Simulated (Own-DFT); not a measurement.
# Which defects push the lattice out? L1_0 TiAl

The numbers are computed, not measured, by runs of the plane-wave DFT program Own-DFT (in-house, retired, unreviewed) at fixed positions, with no spin and no spin-orbit coupling.

All runs used: PBE; PseudoDojo norm-conserving scalar-relativistic files; cutoff 42 hartree; 4 x 4 x 4 k mesh centred on Gamma; cold (Marzari-Vanderbilt) smearing of 0.2 eV.

Limits: forces on such cells failed a check on a denser k mesh; stress not checked against mesh or cutoff.

All runs share one cell, with vectors in Å (5.622, 5.622, 0.000); (-5.622, 5.622, 0.000); (0.000, 0.000, 8.133) and a volume of 514.0 Å³. The atoms are randomly displaced, by u rms on each axis. The defect's site can differ from row to row.

| cell | formula | u (Å) | P (GPa) |
|---|---|---|---|
| no defect | Al16Ti16 | 0.0189 | 1.15 |
| no defect | Al16Ti16 | 0.0198 | 1.19 |
| no defect | Al16Ti16 | 0.0551 | 1.93 |
| one Ti vacancy | Al16Ti15 | 0.0283 | 0.52 |
| one Ti vacancy | Al16Ti15 | 0.0302 | 0.45 |
| one Ti vacancy | Al16Ti15 | 0.0329 | 0.61 |
| two Al vacancies | Al14Ti16 | 0.0291 | -0.72 |
| two Al vacancies | Al14Ti16 | 0.0317 | -0.52 |
| two Al vacancies | Al14Ti16 | 0.0458 | -0.36 |
| two Al vacancies | Al14Ti16 | 0.0516 | ? |

## Analysis

P = P0 + c u² + a shift for each defect gives P0 = 1.07 GPa, c = 277 ± 29 GPa/Å² and a scatter of 0.07 GPa. The shifts, and each times the cell's volume:

- one Ti vacancy: -0.80 ± 0.06 GPa, -2.6 eV
- two Al vacancies: -1.97 ± 0.06 GPa, -6.3 eV (-3.2 eV for each of its 2 sites)

A positive shift means that the defect pushes the cell outwards. Shift times volume (160.2 GPa Å³ is 1 eV) depends little on the cell's size, so, taken for each site, it can be compared between cells at like pressure. The atoms around the defects weren't relaxed, which would change these numbers.

## Prediction

Question: what pressure belongs in the blank (two Al vacancies, u = 0.0516 Å)?

Estimate: -0.16 ± 0.09 GPa. The run itself gave -0.20 GPa.
